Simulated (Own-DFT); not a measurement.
## Calculated data, GaP (zincblende, strained, atoms displaced)

Computed with Own-DFT development build. A calculation, not a measurement: plane-wave PBE density functional theory by an unreviewed code, no spin, of a simulated periodic cell, stress positive in tension, free energy of the whole cell less one offset for each atom, forces on such cells passed a denser k mesh, this cell's mesh not checked; offsets are fitted by least squares, one for each functional and potential file, so energies compare only between cells with the same atoms and settings and are not formation energies; the far tail of each file's local potential was reset to the Coulomb form; each entry is a single point on an unrelaxed cell, so the pressure reflects the starting lattice, mostly measured values (interpolated for alloys), from which strain is counted, and rises with the displacements; printed positions are rounded, which can move forces by about a meV/angstrom; the program, named Own-DFT, is a retired in-house code; no spin-orbit coupling.

Settings shared by all entries: functional PBE; potential files PseudoDojo norm-conserving, scalar-relativistic, standard set; wave cutoff 42 hartree; occupations Fermi-Dirac; smearing width 0.1 eV; hardware one NVIDIA H100; k mesh 3 x 3 x 3 centred on Gamma.

(1) 
```cif
# cell vector a (Å): 10.8620 0.0000 0.0000
# cell vector b (Å): 0.0000 10.8620 0.0000
# cell vector c (Å): 0.0000 0.0000 10.9361
data_GaP
_symmetry_space_group_name_H-M 'P 1'
_symmetry_Int_Tables_number 1
_cell_length_a 10.8620
_cell_length_b 10.8620
_cell_length_c 10.9361
_cell_angle_alpha 90.000
_cell_angle_beta 90.000
_cell_angle_gamma 90.000
_cell_volume 1290.27
loop_
_atom_site_label
_atom_site_type_symbol
_atom_site_fract_x
_atom_site_fract_y
_atom_site_fract_z
_atom_site_occupancy
Ga1 Ga 0.99785 0.00505 0.99982 1
Ga2 Ga 0.00379 0.25115 0.25012 1
Ga3 Ga 0.24682 0.00085 0.25068 1
Ga4 Ga 0.25043 0.24714 0.99684 1
P1 P 0.12665 0.12293 0.12582 1
P2 P 0.12539 0.37500 0.37691 1
P3 P 0.37639 0.12071 0.37200 1
P4 P 0.37466 0.37817 0.12234 1
Ga5 Ga 0.99358 0.00170 0.49692 1
Ga6 Ga 0.00101 0.24698 0.74985 1
Ga7 Ga 0.25311 0.99719 0.75151 1
Ga8 Ga 0.24755 0.25261 0.49466 1
P5 P 0.12040 0.12599 0.63107 1
P6 P 0.12171 0.37484 0.86932 1
P7 P 0.38028 0.12816 0.87143 1
P8 P 0.37436 0.37094 0.62785 1
Ga9 Ga 0.99995 0.50001 0.00239 1
Ga10 Ga 0.99843 0.74745 0.25395 1
Ga11 Ga 0.24764 0.50046 0.24574 1
Ga12 Ga 0.25214 0.74859 0.00165 1
P9 P 0.12845 0.62852 0.12789 1
P10 P 0.11826 0.87393 0.37368 1
P11 P 0.37268 0.62846 0.37520 1
P12 P 0.37978 0.87021 0.12299 1
Ga13 Ga 0.00301 0.49684 0.49905 1
Ga14 Ga 0.00206 0.75219 0.74984 1
Ga15 Ga 0.25201 0.49902 0.75364 1
Ga16 Ga 0.24642 0.75381 0.49899 1
P13 P 0.11985 0.62229 0.62413 1
P14 P 0.12581 0.87890 0.87801 1
P15 P 0.37399 0.62291 0.87669 1
P16 P 0.37354 0.87396 0.62605 1
Ga17 Ga 0.50546 0.00013 0.99455 1
Ga18 Ga 0.49921 0.24922 0.24586 1
Ga19 Ga 0.75135 0.00129 0.24846 1
Ga20 Ga 0.75611 0.24720 0.00010 1
P17 P 0.62558 0.12397 0.12632 1
P18 P 0.62308 0.37523 0.37069 1
P19 P 0.87502 0.12690 0.38042 1
P20 P 0.87168 0.37262 0.12419 1
Ga21 Ga 0.49628 0.00093 0.50039 1
Ga22 Ga 0.50360 0.24843 0.75032 1
Ga23 Ga 0.74738 0.00412 0.75196 1
Ga24 Ga 0.74903 0.24734 0.50470 1
P21 P 0.62438 0.12875 0.62279 1
P22 P 0.62675 0.37123 0.87664 1
P23 P 0.87338 0.12141 0.87442 1
P24 P 0.87365 0.37350 0.61753 1
Ga25 Ga 0.50698 0.49992 0.99964 1
Ga26 Ga 0.50221 0.75127 0.24849 1
Ga27 Ga 0.75180 0.50329 0.25348 1
Ga28 Ga 0.75055 0.74666 0.99899 1
P25 P 0.62662 0.63184 0.12617 1
P26 P 0.62750 0.88019 0.37833 1
P27 P 0.87641 0.62500 0.37824 1
P28 P 0.87312 0.87748 0.12761 1
Ga29 Ga 0.50029 0.50431 0.50114 1
Ga30 Ga 0.50201 0.74774 0.74416 1
Ga31 Ga 0.75428 0.50271 0.75464 1
Ga32 Ga 0.75175 0.75206 0.49974 1
P29 P 0.63185 0.62350 0.62451 1
P30 P 0.62062 0.87475 0.87483 1
P31 P 0.87481 0.62481 0.87342 1
P32 P 0.87512 0.87419 0.63091 1
_calc_free_energy_of_cell_above_offsets '-35.031'  # eV
_calc_pressure 3.18  # GPa
_calc_stress_xx -3.36  # GPa
_calc_stress_yy -3.35  # GPa
_calc_stress_zz -2.83  # GPa
_calc_stress_yz -0.34  # GPa
_calc_stress_xz -0.05  # GPa
_calc_stress_xy 0.2  # GPa
_calc_wall_time 507.4  # s
```

Force:
```tsv
element	x (eV/Å)	y (eV/Å)	z (eV/Å)
Ga	0.11	-0.603	0.325
Ga	-0.442	-0.141	0.065
Ga	0.434	-0.848	-0.18
Ga	-0.053	0.439	-0.028
P	-0.152	0.453	-0.27
P	0.073	0.324	-0.814
P	-0.405	0.651	0.133
P	0.004	-0.364	-0.086
Ga	0.557	-0.36	0.917
Ga	-0.834	0.512	-0.052
Ga	-0.25	0.539	-0.011
Ga	0.405	-0.797	0.832
P	0.885	-0.665	-1.147
P	0.149	-0.048	0.891
P	-0.406	-0.603	0.399
P	0.172	0.467	-0.436
Ga	0.126	-0.016	-0.074
Ga	-0.189	0.175	-0.559
Ga	0.433	-0.085	0.623
Ga	-0.056	0.291	-0.241
P	-0.789	-0.221	-0.377
P	0.458	0.503	0.268
P	0.13	-0.173	-0.128
P	-0.427	1.016	0.06
Ga	-0.448	0.159	0.071
Ga	0.101	-0.119	0.269
Ga	-0.222	0.03	-0.575
Ga	-0.154	-0.334	0.116
P	0.838	0.277	0.278
P	0.019	-0.462	0.083
P	0.537	0.194	-0.225
P	0.086	-0.017	-0.282
Ga	-0.673	0.197	0.7
Ga	-0.138	0.188	0.112
Ga	-0.049	0.236	0.555
Ga	-0.694	-0.132	0.02
P	0.123	0.102	-0.447
P	0.086	-0.077	0.573
P	-0.266	0.244	-1.036
P	0.605	0.462	0.472
Ga	0.277	-0.136	0.195
Ga	-0.079	0.47	-0.22
Ga	-0.272	-0.622	-0.324
Ga	-0.23	0.595	-0.946
P	-0.231	-0.738	0.342
P	0.404	0.283	-0.143
P	0.257	0.596	-0.07
P	0.231	0.22	1.184
Ga	-0.31	0.176	0.148
Ga	-0.055	0.199	0.734
Ga	-0.248	-0.179	-0.357
Ga	0.08	0.739	-0.086
P	0.15	-0.945	0.017
P	-0.236	-0.404	-0.287
P	0.01	-0.164	-0.024
P	0.406	-0.506	-0.474
Ga	-0.196	-0.495	-0.06
Ga	-0.185	-0.165	0.417
Ga	-0.292	-0.883	-0.605
Ga	0.045	0.161	0.223
P	-0.361	0.078	0.019
P	0.778	-0.429	-0.493
P	0.633	0.337	0.52
P	-0.256	0.415	-0.503
```

(2) 
```cif
# cell vector a (Å): 10.8620 0.0000 0.0000
# cell vector b (Å): 0.0000 10.8620 0.0000
# cell vector c (Å): 0.0000 0.0000 10.9361
data_GaP
_symmetry_space_group_name_H-M 'P 1'
_symmetry_Int_Tables_number 1
_cell_length_a 10.8620
_cell_length_b 10.8620
_cell_length_c 10.9361
_cell_angle_alpha 90.000
_cell_angle_beta 90.000
_cell_angle_gamma 90.000
_cell_volume 1290.27
loop_
_atom_site_label
_atom_site_type_symbol
_atom_site_fract_x
_atom_site_fract_y
_atom_site_fract_z
_atom_site_occupancy
Ga1 Ga 0.00312 0.99820 0.99977 1
Ga2 Ga 0.99946 0.24528 0.25419 1
Ga3 Ga 0.25467 0.00577 0.25202 1
Ga4 Ga 0.24667 0.24759 0.99871 1
P1 P 0.12266 0.12369 0.12162 1
P2 P 0.12354 0.37270 0.37499 1
P3 P 0.37379 0.12503 0.37707 1
P4 P 0.37740 0.37377 0.12344 1
Ga5 Ga 0.00379 0.99458 0.49667 1
Ga6 Ga 0.99812 0.25496 0.74668 1
Ga7 Ga 0.25003 0.00052 0.74613 1
Ga8 Ga 0.25287 0.24393 0.49667 1
P5 P 0.12540 0.12759 0.62437 1
P6 P 0.12999 0.37755 0.87608 1
P7 P 0.37605 0.12295 0.87419 1
P8 P 0.37713 0.37602 0.62764 1
Ga9 Ga 0.99807 0.49616 0.99695 1
Ga10 Ga 0.00578 0.75017 0.24773 1
Ga11 Ga 0.24923 0.49944 0.25151 1
Ga12 Ga 0.25369 0.75340 0.00122 1
P9 P 0.12288 0.62413 0.12312 1
P10 P 0.12676 0.87209 0.37570 1
P11 P 0.37747 0.62681 0.37019 1
P12 P 0.37364 0.87040 0.12583 1
Ga13 Ga 0.99677 0.49638 0.50133 1
Ga14 Ga 0.99685 0.75149 0.75097 1
Ga15 Ga 0.24743 0.49634 0.75192 1
Ga16 Ga 0.24522 0.75516 0.50224 1
P13 P 0.12631 0.63054 0.62545 1
P14 P 0.12463 0.87535 0.87232 1
P15 P 0.37342 0.62372 0.88104 1
P16 P 0.37507 0.87338 0.62413 1
Ga17 Ga 0.49528 0.99906 0.00100 1
Ga18 Ga 0.49975 0.24878 0.25142 1
Ga19 Ga 0.74787 0.99854 0.24925 1
Ga20 Ga 0.75324 0.25023 0.99388 1
P17 P 0.62350 0.12427 0.12671 1
P18 P 0.62336 0.37641 0.37477 1
P19 P 0.87175 0.12561 0.37428 1
P20 P 0.87138 0.37552 0.13121 1
Ga21 Ga 0.49990 0.99972 0.50075 1
Ga22 Ga 0.50635 0.25144 0.75152 1
Ga23 Ga 0.75126 0.00123 0.74609 1
Ga24 Ga 0.74510 0.24662 0.50919 1
P21 P 0.62593 0.12810 0.62827 1
P22 P 0.62766 0.37421 0.87372 1
P23 P 0.87721 0.12370 0.87596 1
P24 P 0.87189 0.38042 0.62435 1
Ga25 Ga 0.50272 0.50161 0.99861 1
Ga26 Ga 0.49688 0.75051 0.25051 1
Ga27 Ga 0.74868 0.50032 0.25297 1
Ga28 Ga 0.74830 0.75273 0.99812 1
P25 P 0.62700 0.62467 0.12556 1
P26 P 0.62321 0.87349 0.37465 1
P27 P 0.87558 0.62558 0.37694 1
P28 P 0.87392 0.87386 0.12379 1
Ga29 Ga 0.49712 0.49984 0.50081 1
Ga30 Ga 0.50259 0.75475 0.74956 1
Ga31 Ga 0.75066 0.49913 0.74721 1
Ga32 Ga 0.75378 0.74693 0.49635 1
P29 P 0.63136 0.62686 0.62766 1
P30 P 0.62227 0.87768 0.87421 1
P31 P 0.87448 0.62182 0.87646 1
P32 P 0.87651 0.87492 0.62493 1
_calc_free_energy_of_cell_above_offsets '-35.069'  # eV
_calc_pressure 3.19  # GPa
_calc_stress_xx -3.35  # GPa
_calc_stress_yy -3.35  # GPa
_calc_stress_zz -2.87  # GPa
_calc_stress_yz 0.02  # GPa
_calc_stress_xz 0.19  # GPa
_calc_stress_xy 0.17  # GPa
_calc_wall_time 511.9  # s
```

Force:
```tsv
element	x (eV/Å)	y (eV/Å)	z (eV/Å)
Ga	-0.381	-0.233	-0.092
Ga	-0.103	0.353	-0.512
Ga	-0.604	-0.709	-0.476
Ga	0.652	0.103	0.121
P	0.271	0.092	0.676
P	0.263	0.015	0.235
P	0.836	-0.125	-0.209
P	-0.351	-0.048	0.064
Ga	-0.438	0.712	0.243
Ga	0.201	-0.136	0.395
Ga	0.004	0.046	0.245
Ga	-0.405	1.012	0.674
P	-0.243	-0.265	-0.184
P	-0.961	-0.652	-0.085
P	-0.187	0.316	-0.188
P	-0.298	-0.44	-0.214
Ga	-0.033	0.075	0.656
Ga	-0.656	-0.173	0.07
Ga	0.061	-0.026	-0.379
Ga	-0.858	-0.473	-0.219
P	0.392	-0.131	-0.173
P	0.121	0.644	-0.692
P	-0.776	-0.155	1.008
P	0.114	0.949	0.298
Ga	0.647	0.659	-0.185
Ga	0.116	-0.34	0.143
Ga	0.527	0.911	-0.371
Ga	0.872	-0.75	-0.353
P	-0.405	-0.895	0.167
P	0.309	-0.057	0.17
P	0.31	0.249	-0.975
P	0.05	0.307	0.026
Ga	0.317	0.045	0.239
Ga	0.031	0.204	-0.146
Ga	0.083	0.029	-0.011
Ga	-0.21	-0.075	0.93
P	0.097	0.069	-0.52
P	0.06	-0.399	0.525
P	-0.003	-0.457	0.661
P	0.487	-0.38	-0.637
Ga	0.153	-0.02	0.073
Ga	-0.78	-0.004	0.169
Ga	0.075	-0.161	0.492
Ga	0.591	0.759	-1.238
P	-0.564	-0.884	-0.075
P	0.015	0.388	0.127
P	0.167	0.062	-0.47
P	0.134	-0.868	0.011
Ga	0.023	-0.233	0.269
Ga	0.643	-0.152	-0.33
Ga	0.025	0.236	0.012
Ga	0.026	-0.34	0.002
P	-0.174	0.276	0.018
P	0.185	0.067	0.156
P	0.48	-0.213	-0.617
P	0.279	0.138	0.162
Ga	0.399	0.442	0.018
Ga	-0.306	-0.831	0.198
Ga	-0.117	0.317	0.624
Ga	-0.36	0.49	0.447
P	-0.838	0.009	-0.463
P	0.404	0.258	0.062
P	-0.148	0.351	-0.258
P	-0.223	0.04	-0.313
```

(3) 
```cif
# cell vector a (Å): 10.8620 0.0000 0.0000
# cell vector b (Å): 0.0000 10.8620 0.0000
# cell vector c (Å): 0.0000 0.0000 10.9361
data_GaP
_symmetry_space_group_name_H-M 'P 1'
_symmetry_Int_Tables_number 1
_cell_length_a 10.8620
_cell_length_b 10.8620
_cell_length_c 10.9361
_cell_angle_alpha 90.000
_cell_angle_beta 90.000
_cell_angle_gamma 90.000
_cell_volume 1290.27
loop_
_atom_site_label
_atom_site_type_symbol
_atom_site_fract_x
_atom_site_fract_y
_atom_site_fract_z
_atom_site_occupancy
Ga1 Ga 0.99669 0.99842 0.00422 1
Ga2 Ga 0.00061 0.24760 0.24687 1
Ga3 Ga 0.24746 0.99933 0.24821 1
Ga4 Ga 0.24973 0.25004 0.99949 1
P1 P 0.12476 0.12638 0.12853 1
P2 P 0.12190 0.37555 0.37564 1
P3 P 0.37734 0.12666 0.37213 1
P4 P 0.37365 0.37636 0.12702 1
Ga5 Ga 0.00093 0.99979 0.50168 1
Ga6 Ga 0.00012 0.24659 0.75408 1
Ga7 Ga 0.24862 0.99654 0.74743 1
Ga8 Ga 0.24994 0.24976 0.49704 1
P5 P 0.12695 0.12291 0.62610 1
P6 P 0.13080 0.36837 0.87642 1
P7 P 0.37234 0.12858 0.87877 1
P8 P 0.36841 0.37271 0.62143 1
Ga9 Ga 0.99322 0.50296 0.00051 1
Ga10 Ga 0.00220 0.74938 0.24648 1
Ga11 Ga 0.24849 0.49774 0.25261 1
Ga12 Ga 0.24762 0.74774 0.00216 1
P9 P 0.12345 0.62386 0.12475 1
P10 P 0.12757 0.87315 0.37560 1
P11 P 0.37053 0.62285 0.37245 1
P12 P 0.37299 0.88210 0.12476 1
Ga13 Ga 0.00177 0.50076 0.50417 1
Ga14 Ga 0.99594 0.75102 0.74639 1
Ga15 Ga 0.24907 0.49851 0.75166 1
Ga16 Ga 0.24876 0.74595 0.50133 1
P13 P 0.12636 0.62679 0.62522 1
P14 P 0.12192 0.87357 0.87430 1
P15 P 0.37983 0.62193 0.87579 1
P16 P 0.37443 0.87502 0.62833 1
Ga17 Ga 0.49910 0.99764 0.99761 1
Ga18 Ga 0.50314 0.25147 0.25033 1
Ga19 Ga 0.75403 0.99863 0.24988 1
Ga20 Ga 0.75589 0.25127 0.00181 1
P17 P 0.62191 0.12558 0.12726 1
P18 P 0.62589 0.37397 0.37765 1
P19 P 0.87946 0.12673 0.37592 1
P20 P 0.87611 0.37317 0.12805 1
Ga21 Ga 0.49723 0.99894 0.49919 1
Ga22 Ga 0.50402 0.25269 0.75288 1
Ga23 Ga 0.74785 0.00127 0.74651 1
Ga24 Ga 0.74939 0.25315 0.50109 1
P21 P 0.62881 0.12868 0.62779 1
P22 P 0.62384 0.37382 0.87288 1
P23 P 0.87130 0.12473 0.87731 1
P24 P 0.87462 0.37677 0.62711 1
Ga25 Ga 0.49491 0.50016 0.00353 1
Ga26 Ga 0.49606 0.75096 0.24987 1
Ga27 Ga 0.74669 0.50052 0.25028 1
Ga28 Ga 0.75226 0.74790 0.00000 1
P25 P 0.62732 0.62464 0.12345 1
P26 P 0.62894 0.87396 0.37628 1
P27 P 0.87292 0.62212 0.37533 1
P28 P 0.87412 0.87386 0.12405 1
Ga29 Ga 0.49673 0.50430 0.50075 1
Ga30 Ga 0.50087 0.74916 0.75631 1
Ga31 Ga 0.74482 0.50011 0.74875 1
Ga32 Ga 0.75026 0.74881 0.50093 1
P29 P 0.62252 0.62633 0.62259 1
P30 P 0.62534 0.87788 0.87610 1
P31 P 0.87595 0.62830 0.87048 1
P32 P 0.87647 0.87398 0.62381 1
_calc_free_energy_of_cell_above_offsets '-35.257'  # eV
_calc_pressure 3.15  # GPa
_calc_stress_xx -3.28  # GPa
_calc_stress_yy -3.33  # GPa
_calc_stress_zz -2.84  # GPa
_calc_stress_yz 0.23  # GPa
_calc_stress_xz 0.14  # GPa
_calc_stress_xy 0.03  # GPa
_calc_wall_time 498.8  # s
```

Force:
```tsv
element	x (eV/Å)	y (eV/Å)	z (eV/Å)
Ga	0.377	0.302	-0.438
Ga	0.044	0.333	0.584
Ga	0.169	0.303	0.544
Ga	0.204	-0.163	0.768
P	0.051	-0.284	-0.694
P	0.014	-0.218	-0.037
P	-0.353	-0.244	0.104
P	-0.038	-0.334	0.097
Ga	0.225	-0.008	-0.228
Ga	-0.013	0.115	-0.287
Ga	0.071	0.391	0.691
Ga	-0.269	-0.32	-0.137
P	-0.245	0.279	-0.19
P	-1.149	1.054	-0.032
P	0.412	-0.637	-0.733
P	0.893	0.336	0.498
Ga	0.646	-0.512	-0.299
Ga	-0.327	0.009	0.581
Ga	-0.318	-0.031	-0.29
Ga	0.329	0.253	-0.323
P	0.139	-0.311	0.004
P	-0.32	0.046	-0.018
P	0.397	0.37	0.189
P	0.054	-0.988	-0.168
Ga	-0.277	-0.017	-0.267
Ga	0.649	0.046	0.166
Ga	0.143	0.002	-0.1
Ga	0.388	0.487	-0.113
P	-0.25	-0.283	0.458
P	0.075	0.038	0.172
P	-0.905	0.297	0.074
P	0.251	-0.484	-0.332
Ga	-0.029	0.703	0.192
Ga	-0.214	0.135	0.035
Ga	-0.332	0.4	0.171
Ga	-0.924	-0.075	0.036
P	0.653	-0.235	-0.436
P	-0.366	0.482	-0.104
P	-0.49	-0.153	0.065
P	-0.211	0.509	-0.135
Ga	0.46	0.212	0.188
Ga	-0.893	-0.327	-0.467
Ga	0.366	-0.201	0.316
Ga	0.478	-0.253	-0.023
P	-0.739	-0.28	-0.586
P	0.302	0.513	1.008
P	0.418	-0.39	-0.174
P	0.233	-0.197	0.178
Ga	0.774	-0.295	-0.152
Ga	0.322	0.132	-0.066
Ga	0.214	-0.272	0.132
Ga	-0.193	0.254	-0.248
P	-0.553	0.115	0.126
P	-0.506	0.076	-0.14
P	0.454	0.292	-0.057
P	0.057	-0.196	0.251
Ga	-0.104	-0.61	-0.133
Ga	0.098	0.223	-0.512
Ga	0.232	0.121	0.015
Ga	0.112	-0.038	-0.149
P	0.003	0.139	0.423
P	0.303	-0.404	-0.073
P	-0.494	-0.512	0.136
P	-0.497	0.305	-0.064
```

(4) 
```cif
# cell vector a (Å): 10.8620 0.0000 0.0000
# cell vector b (Å): 0.0000 10.8620 0.0000
# cell vector c (Å): 0.0000 0.0000 10.9361
data_GaP
_symmetry_space_group_name_H-M 'P 1'
_symmetry_Int_Tables_number 1
_cell_length_a 10.8620
_cell_length_b 10.8620
_cell_length_c 10.9361
_cell_angle_alpha 90.000
_cell_angle_beta 90.000
_cell_angle_gamma 90.000
_cell_volume 1290.27
loop_
_atom_site_label
_atom_site_type_symbol
_atom_site_fract_x
_atom_site_fract_y
_atom_site_fract_z
_atom_site_occupancy
Ga1 Ga 0.00558 0.00234 0.99879 1
Ga2 Ga 0.99702 0.24883 0.25195 1
Ga3 Ga 0.24948 0.00023 0.24760 1
Ga4 Ga 0.25099 0.24697 0.00187 1
P1 P 0.12098 0.12763 0.12236 1
P2 P 0.12925 0.37955 0.37732 1
P3 P 0.37099 0.12675 0.37448 1
P4 P 0.37749 0.37707 0.12411 1
Ga5 Ga 0.99766 0.00133 0.50652 1
Ga6 Ga 0.00050 0.24785 0.74906 1
Ga7 Ga 0.24590 0.00044 0.74846 1
Ga8 Ga 0.25032 0.25176 0.50274 1
P5 P 0.12718 0.12413 0.62168 1
P6 P 0.12431 0.37366 0.87584 1
P7 P 0.37744 0.12786 0.87378 1
P8 P 0.37641 0.37693 0.62176 1
Ga9 Ga 0.00051 0.49747 0.00191 1
Ga10 Ga 0.99979 0.74781 0.25024 1
Ga11 Ga 0.25244 0.50273 0.24674 1
Ga12 Ga 0.24824 0.74565 0.00092 1
P9 P 0.12693 0.62564 0.12314 1
P10 P 0.12557 0.87610 0.37520 1
P11 P 0.37353 0.62379 0.37434 1
P12 P 0.37924 0.87312 0.12542 1
Ga13 Ga 0.99867 0.50155 0.50380 1
Ga14 Ga 0.99816 0.74543 0.74864 1
Ga15 Ga 0.24910 0.49751 0.74692 1
Ga16 Ga 0.24917 0.75002 0.50076 1
P13 P 0.12591 0.62204 0.63026 1
P14 P 0.12733 0.87294 0.87380 1
P15 P 0.37871 0.63038 0.87734 1
P16 P 0.37374 0.87448 0.62631 1
Ga17 Ga 0.49875 0.99889 0.99629 1
Ga18 Ga 0.50041 0.24903 0.24898 1
Ga19 Ga 0.74828 0.00306 0.25439 1
Ga20 Ga 0.75087 0.25323 0.99949 1
P17 P 0.62570 0.12802 0.12419 1
P18 P 0.62518 0.37233 0.37619 1
P19 P 0.87677 0.12692 0.37289 1
P20 P 0.87348 0.37773 0.12592 1
Ga21 Ga 0.49912 0.00049 0.49750 1
Ga22 Ga 0.50238 0.25348 0.75071 1
Ga23 Ga 0.74923 0.99970 0.74584 1
Ga24 Ga 0.74638 0.25288 0.50050 1
P21 P 0.62980 0.12455 0.62381 1
P22 P 0.62349 0.38080 0.87775 1
P23 P 0.87365 0.12231 0.87570 1
P24 P 0.87643 0.37607 0.61985 1
Ga25 Ga 0.49503 0.49711 0.99717 1
Ga26 Ga 0.50537 0.74942 0.24843 1
Ga27 Ga 0.74719 0.50279 0.25032 1
Ga28 Ga 0.74739 0.74999 0.00007 1
P25 P 0.62739 0.63026 0.12382 1
P26 P 0.62504 0.87582 0.37551 1
P27 P 0.88014 0.62512 0.37670 1
P28 P 0.87297 0.87529 0.13160 1
Ga29 Ga 0.50442 0.49948 0.50153 1
Ga30 Ga 0.50031 0.75351 0.75254 1
Ga31 Ga 0.75337 0.49943 0.75155 1
Ga32 Ga 0.75365 0.75098 0.49770 1
P29 P 0.62893 0.62062 0.62309 1
P30 P 0.62843 0.87902 0.87602 1
P31 P 0.87657 0.62577 0.87102 1
P32 P 0.87918 0.86966 0.62410 1
_calc_free_energy_of_cell_above_offsets '-35.226'  # eV
_calc_pressure 3.15  # GPa
_calc_stress_xx -3.31  # GPa
_calc_stress_yy -3.32  # GPa
_calc_stress_zz -2.81  # GPa
_calc_stress_yz 0.46  # GPa
_calc_stress_xz 0.25  # GPa
_calc_stress_xy -0.12  # GPa
_calc_wall_time 498.6  # s
```

Force:
```tsv
element	x (eV/Å)	y (eV/Å)	z (eV/Å)
Ga	-0.729	-0.722	0.06
Ga	0.561	0.748	-0.102
Ga	-0.031	-0.064	-0.081
Ga	0.062	0.41	-0.183
P	0.537	-0.069	0.568
P	-0.51	-0.303	-0.337
P	0.318	-0.038	-0.06
P	-0.387	-0.44	0.198
Ga	0.195	-0.141	-0.921
Ga	-0.157	0.053	-0.026
Ga	0.568	0.025	0.224
Ga	0.038	0.071	-0.413
P	-0.267	0.299	0.452
P	0.246	-0.097	-0.087
P	-0.359	-0.316	-0.181
P	0.14	-0.238	0.47
Ga	-0.042	0.332	-0.286
Ga	0.276	0.334	-0.002
Ga	-0.108	-0.222	0.182
Ga	0.467	0.689	-0.068
P	-0.5	-0.264	0.261
P	-0.25	0.005	0.104
P	0.628	0.272	0.144
P	-0.493	0.149	-0.173
Ga	0.588	0.024	-0.354
Ga	0.582	0.393	0.233
Ga	0.497	0.101	0.781
Ga	-0.038	-0.127	-0.037
P	-0.065	0.389	-0.685
P	-0.368	-0.042	0.075
P	-0.565	-0.736	-0.501
P	0.183	0.201	-0.146
Ga	0.138	0.301	0.42
Ga	-0.124	0.055	0.125
Ga	0.027	-0.017	-0.375
Ga	-0.064	-0.118	-0.032
P	-0.076	-0.398	-0.127
P	-0.224	0.436	-0.438
P	-0.417	-0.21	0.904
P	0.053	-0.157	0.169
Ga	-0.16	0.051	0.256
Ga	0.078	-0.066	-0.224
Ga	0.547	-0.253	0.233
Ga	0.714	-0.319	-0.217
P	-0.797	0.164	-0.012
P	0.474	-0.526	-0.419
P	0.086	0.261	-0.248
P	-0.246	-0.437	0.822
Ga	0.432	0.855	0.427
Ga	-0.514	0.032	0.438
Ga	0.248	0.009	0.211
Ga	0.822	0.364	-0.154
P	-0.488	-1.058	-0.127
P	0.066	-0.06	0.138
P	-0.527	-0.192	-0.235
P	0.263	0.148	-0.788
Ga	-0.38	0.144	-0.497
Ga	0.492	-0.175	-0.381
Ga	-0.099	-0.135	-0.295
Ga	-0.287	-0.24	0.022
P	-0.109	0.844	0.412
P	-0.185	-0.301	-0.322
P	-0.233	-0.188	0.959
P	-0.529	0.508	0.247
```
